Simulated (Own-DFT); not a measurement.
# PBE against PBEsol on the same cells

These are calculations, not measurements. They come from Own-DFT, an in-house plane-wave density functional program, since retired, whose code no person has reviewed. Each row is one single-point run on a periodic cell that was not relaxed, without spin or spin-orbit coupling.

Known limits: forces on such cells failed a check on a denser k mesh; stress not checked against mesh or cutoff.

Each cell was run twice at the same cutoff, k mesh and smearing, with PBE and with PBEsol, on PseudoDojo norm-conserving files made for PBE. Atoms were moved at random from their sites; u is the rms move along one axis. Files made for PBEsol would give a somewhat different change.

```
                                      cell  atoms  volume (Å³/atom)  u (Å)  cutoff (hartree)  P with PBE (GPa)  P with PBEsol (GPa)  change (GPa)
C11b WSi2 with one Si on a W site (Si21W9)     30             13.44  0.052                50              7.68                 3.83         -3.85
C11b WSi2 with one Si on a W site (Si21W9)     30             13.44  0.089                50             11.40                 7.54         -3.86
C11b WSi2 with one Si on a W site (Si21W9)     30             13.44  0.077                50              9.06                 5.22         -3.84
C40 NbSi2 with two Nb vacancies (Nb10Si24)     34             15.50  0.086                42              3.01                -0.27         -3.27
C40 NbSi2 with two Nb vacancies (Nb10Si24)     34             15.50  0.083                42              2.52                -0.74         -3.27
C40 NbSi2 with two Nb vacancies (Nb10Si24)     34             15.50  0.044                42              0.71                -2.55         -3.27
                    D0_22 TiAl3 (Al30Ti10)     40             14.99  0.047                42              7.97                 5.97         -2.01
                    D0_22 TiAl3 (Al30Ti10)     40             15.63  0.050                42              2.60                 0.70         -1.91
                    D0_22 TiAl3 (Al30Ti10)     40             15.52  0.052                42              4.02                    ?             ?
                      L1_0 TiAl (Al16Ti16)     32             15.96  0.054                42              2.71                -0.16         -2.87
                      L1_0 TiAl (Al16Ti16)     32             16.06  0.103                42              4.04                 1.18         -2.85
                      L1_0 TiAl (Al16Ti16)     32             16.06  0.140                42              6.84                 3.98         -2.86
```

## Worked reading

Mean change of pressure by composition, in GPa: Si7W3, -3.85; Nb5Si12, -3.27; AlTi, -2.86; Al3Ti, -1.96. At a fixed cell PBEsol gives the lower pressure, because it favours a smaller volume than PBE. Here the change varies more between materials than between cells of one material.

## Withheld value

Question: what PBEsol pressure should the Al30Ti10 cell with the blank give?

Adding the mean change of the cells with its composition, -1.96 GPa, to 4.02 gives 2.1 GPa. The calculation gave 2.09 GPa.
